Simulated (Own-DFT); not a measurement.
# Biaxial strain at fixed height in wurtzite GaN, 72 atoms (Ga36N36)

Everything here is calculated. The program is Own-DFT (plane waves, in-house, since retired, never reviewed by a person); positions were held fixed, and spin and spin-orbit coupling were off.

Method: PBE; PseudoDojo norm-conserving scalar-relativistic files; cutoff 42 hartree; 4 x 4 x 3 k mesh centred on Gamma; Fermi-Dirac smearing of 0.1 eV.

Caveats: forces not confirmed at this smearing and k mesh; stress not checked against mesh or cutoff.

Unstrained cell vectors in Å: (9.567, 0.000, 0.000); (-4.784, 8.285, 0.000); (0.000, 0.000, 10.370). The unstrained cell has measured lattice constants (interpolated for alloys), not those of this functional. That, the random moves and any unrelaxed bonds set the pressure at no strain. Each run strains x and y alike by e, as a substrate would, and holds the height along z. Each atom got a random Gaussian move of width 0.05 Å along each axis. Stress is positive in tension.

```
e (%)  u (Å)  (s_xx + s_yy)/2 (GPa)  s_zz (GPa)
-2.75  0.048                 -24.14      -12.04
-2.50  0.052                 -22.92      -11.78
-2.25  0.051                 -21.37      -11.02
-0.75  0.050                 -11.45       -8.76
-0.50  0.049                 -10.74       -7.61
 1.00  0.051                  -2.10       -7.50
 2.25  0.046                      ?           ?
 2.50  0.047                   5.19       -5.44
 2.75  0.050                   4.45       -1.50
 3.00  0.049                   6.39       -3.51
```

## Working it out

With e as a fraction, the in-plane stress is -7.5 + 543 e - 2780 e² GPa (errors 9 and 636, scatter 0.59), and s_zz is -7.8 + 151 e GPa (slope ± 17, scatter 1.14). At e = 0 the first slope is C11 + C12 and the second 2 C13, both with the ions held to the strained lattice and at the cell's own pressure. The term in e² is negative: the layer stiffens under compression and softens under tension. A free layer would change its height as e changes, and the in-plane slope would drop by 2 C13²/C33 to the biaxial modulus. At fixed height, a misfit of 1 % moves the in-plane stress by about 5.4 GPa and s_zz by 1.5 GPa.

## The run left out

Question: what are the two stresses at e = 2.25 %?

From the fit: 3.3 and -4.4 GPa. The hidden result is 3.67 and -5.06 GPa.
